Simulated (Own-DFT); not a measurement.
GaN (wurtzite, strained, atoms displaced) (calculated)

A calculation, not a measurement: plane-wave PBE density functional theory by an unreviewed code, no spin, of a simulated periodic cell, stress positive in tension, free energy of the whole cell less one offset for each atom, forces on such cells passed a denser k mesh, this cell's mesh not checked; offsets are fitted by least squares, one for each functional and potential file, so energies compare only between cells with the same atoms and settings and are not formation energies; the far tail of each file's local potential was reset to the Coulomb form; each entry is a single point on an unrelaxed cell, so the pressure reflects the starting lattice, mostly measured values (interpolated for alloys), from which strain is counted, and rises with the displacements; printed positions are rounded, which can move forces by about a meV/angstrom; the program, named Own-DFT, is a retired in-house code; no spin-orbit coupling. Program: Own-DFT development build.

```xyz
96
Lattice="12.7560 0.0000 0.0000 -4.7835 8.2853 0.0000 0.0000 0.0000 10.2144" Properties=species:S:1:pos:R:3:force_x:R:1:force_y:R:1:force_z:R:1 formula=GaN functional=PBE potential_files=PseudoDojo_norm-conserving,scalar-relativistic,standard_set_with_the_stringent_files_for_Ga wave_cutoff=96 occupations=Gaussian smearing_width=0.01 k_mesh=3_x_4_x_3_centred_on_Gamma free_energy_of_cell_above_offsets=-3.943 pressure=10.1 stress_xx=-7.96 stress_yy=-7.18 stress_zz=-15.17 stress_yz=-0.19 stress_xz=-0.11 stress_xy=-1.32
Ga    -0.0640     1.9004    10.1386      1.141     -0.466      1.031
Ga     1.5936     0.9775     2.5144      0.858     -1.374      0.889
N      0.0130     1.7401     2.0030     -1.084      1.452     -1.921
N      1.6154     1.0261     4.5015      0.422     -1.272     -0.711
Ga     0.0349     1.8352     5.1032     -0.997      0.107     -0.204
Ga     1.6259     0.9837     7.7094     -0.506     -0.766     -1.314
N     -0.0084     1.8636     7.0177      0.287     -0.185      0.405
N      1.5590     0.9909     9.5413      0.235     -0.744      2.209
Ga    -1.6770     4.4852     0.0943      3.106      2.468     -1.572
Ga    -0.0519     3.5688     2.5880      1.021      1.465     -0.141
N     -1.5928     4.6423     1.9074     -0.112     -1.097      1.987
N      0.1146     3.6860     4.5343     -2.648     -0.066     -0.735
Ga    -1.6148     4.6659     5.0574      0.471     -0.013     -0.396
Ga    -0.0296     3.7014     7.6260       0.49      0.267      0.431
N     -1.5891     4.6334     6.9761     -0.444     -0.413      0.545
N     -0.0226     3.7249     9.6009       0.46      0.282     -0.315
Ga    -3.2483     7.2666    10.2040      2.122      2.264     -0.232
Ga    -1.6272     6.4644     2.4862      0.399     -0.314      0.736
N     -3.1788     7.3363     1.9174      0.632      1.776     -0.745
N     -1.6546     6.5252     4.3815      0.423     -0.331      1.553
Ga    -3.2299     7.4603     5.1518      0.099     -0.417     -2.158
Ga    -1.5832     6.4314     7.6673     -0.374      0.522     -0.416
N     -3.1970     7.4134     6.9677      0.714      0.012      2.418
N     -1.5673     6.4730     9.5417     -1.032     -0.884       1.52
Ga     3.2053     1.8670    10.2008     -0.767      0.013     -0.065
Ga     4.7518     0.9171     2.5586      0.727        0.1      0.332
N      3.1815     1.8781     1.9678      0.423     -1.193     -1.093
N      4.8519     0.9457     4.5293      -1.11     -0.332     -0.503
Ga     3.2180     1.8331     5.1255      0.197      0.833      0.421
Ga     4.8631     0.9531     7.7025     -1.622     -1.011     -0.848
N      3.1921     1.8415     7.1262      0.767      0.251     -1.211
N      4.7779     0.9528     9.5613      0.062     -0.547      1.612
Ga     1.6937     4.6535     0.0429     -1.455      -0.65     -0.229
Ga     3.1314     3.6409     2.5936       0.84      1.546     -1.191
N      1.5766     4.5585     1.9277     -0.578      0.514      0.653
N      3.1575     3.6855     4.4231      0.766      0.107      2.383
Ga     1.5930     4.6142     5.1782       0.84       0.51     -2.782
Ga     3.1401     3.7221     7.6253       0.22     -1.306      0.917
N      1.6466     4.6241     6.9695      -1.26      0.116      2.662
N      3.2179     3.7282     9.5756     -0.368     -0.716     -0.343
Ga    -0.0002     7.3277     0.0723     -0.097       0.49     -1.524
Ga     1.5963     6.5043     2.5469     -0.627     -1.787      0.645
N     -0.0474     7.3233     1.9452      0.708      1.171      0.247
N      1.5966     6.4431     4.4953     -0.495      0.524      0.299
Ga    -0.0552     7.4238     5.1672      0.536     -1.119     -0.531
Ga     1.6427     6.4332     7.7006     -0.737      -0.38      0.151
N      0.0337     7.2861     7.1173     -0.043      1.464      -0.83
N      1.5769     6.4473     9.6196       1.07      0.429      -0.02
Ga     6.3369     1.8497    10.1897      0.772      0.241      0.775
Ga     7.9547     0.8389     2.4812      1.142      0.266       1.92
N      6.4676     1.7970     1.9941     -2.025      0.643     -1.504
N      8.0226     0.9006     4.5186     -0.467      0.152     -0.228
Ga     6.3940     1.8369     5.1602      0.757      0.368     -1.207
Ga     8.0143     0.8314     7.6448     -0.557      2.623        0.9
N      6.3282     1.8833     7.0447       1.76     -0.079      0.591
N      7.9457     0.8845     9.6380      0.451      0.838     -0.685
Ga     4.7570     4.5877     0.0097      1.242     -0.223     -0.608
Ga     6.4560     3.6539     2.5539     -1.161      0.696     -1.131
N      4.7716     4.5738     1.8398      0.232     -0.135      2.516
N      6.3914     3.6402     4.4003     -0.184      0.737       2.22
Ga     4.7568     4.6679     5.1492      0.137     -2.004     -0.949
Ga     6.4174     3.7022     7.7083     -0.291       0.36     -1.046
N      4.6819     4.5821     7.0630      2.259      0.779     -0.044
N      6.5145     3.7432     9.5845     -1.402     -0.799      0.467
Ga     3.3196     7.3665    10.1522     -2.199     -0.472       1.15
Ga     4.7781     6.4495     2.6052     -0.037     -0.889      -0.68
N      3.1430     7.3276     1.9127      1.377     -0.008     -0.501
N      4.7913     6.4143     4.5252     -1.049      0.975      0.234
Ga     3.1235     7.3845     5.2247      0.632     -0.216     -2.175
Ga     4.8365     6.4380     7.6812     -0.917      -0.75      0.021
N      3.1842     7.3880     7.0870      0.643     -1.586      0.473
N      4.8034     6.3909     9.6200      0.587      0.522     -0.954
Ga     9.5019     1.8689     0.0993      0.466     -1.587     -0.665
Ga    11.1550     0.9186     2.5551     -0.186     -1.084      -0.21
N      9.5698     1.8659     2.0179     -0.303     -0.005     -0.601
N     11.1993     0.8588     4.4190      -0.53      1.158       2.31
Ga     9.5658     1.9357     5.1165      0.527     -1.888      -0.35
Ga    11.2521     0.8590     7.6558     -1.083      0.698      -0.36
N      9.5521     1.8154     7.0571      0.801      0.258      0.152
N     11.1573     0.9344     9.5717     -0.953       0.23      0.408
Ga     8.0117     4.6445     0.0813        0.2      0.278     -3.049
Ga     9.5462     3.7295     2.5492     -0.332      0.136      0.118
N      7.9505     4.7235     1.8431      0.716      -1.15      3.355
N      9.4853     3.7186     4.4873      2.221     -0.178     -0.843
Ga     7.9938     4.5498     5.1307     -1.746      1.728     -1.431
Ga     9.6090     3.6733     7.7171      -0.12     -0.263     -0.533
N      8.0285     4.6517     6.9635     -0.273     -1.655      2.293
N      9.6720     3.6019     9.6798     -2.998      0.686     -1.714
Ga     6.3609     7.4039    10.1139      0.141     -0.393      2.145
Ga     8.0745     6.5215     2.5313     -2.674     -0.509      1.793
N      6.3598     7.3349     2.0163       0.31      0.573     -1.727
N      7.9604     6.4840     4.5504       0.07     -0.602     -0.733
Ga     6.3113     7.3377     5.1805      1.124      0.426     -1.187
Ga     8.0507     6.4058     7.5984      0.052       0.85      0.796
N      6.4175     7.2754     7.1056     -0.197      0.969      -0.31
N      7.9671     6.5360     9.5970      -0.61     -2.022     -1.237
```

Units: wave_cutoff in hartree; smearing_width, free_energy_of_cell_above_offsets in eV; pressure, stress_xx, stress_yy, stress_zz, stress_yz, stress_xz, stress_xy in GPa; force_x, force_y, force_z in eV/Å.
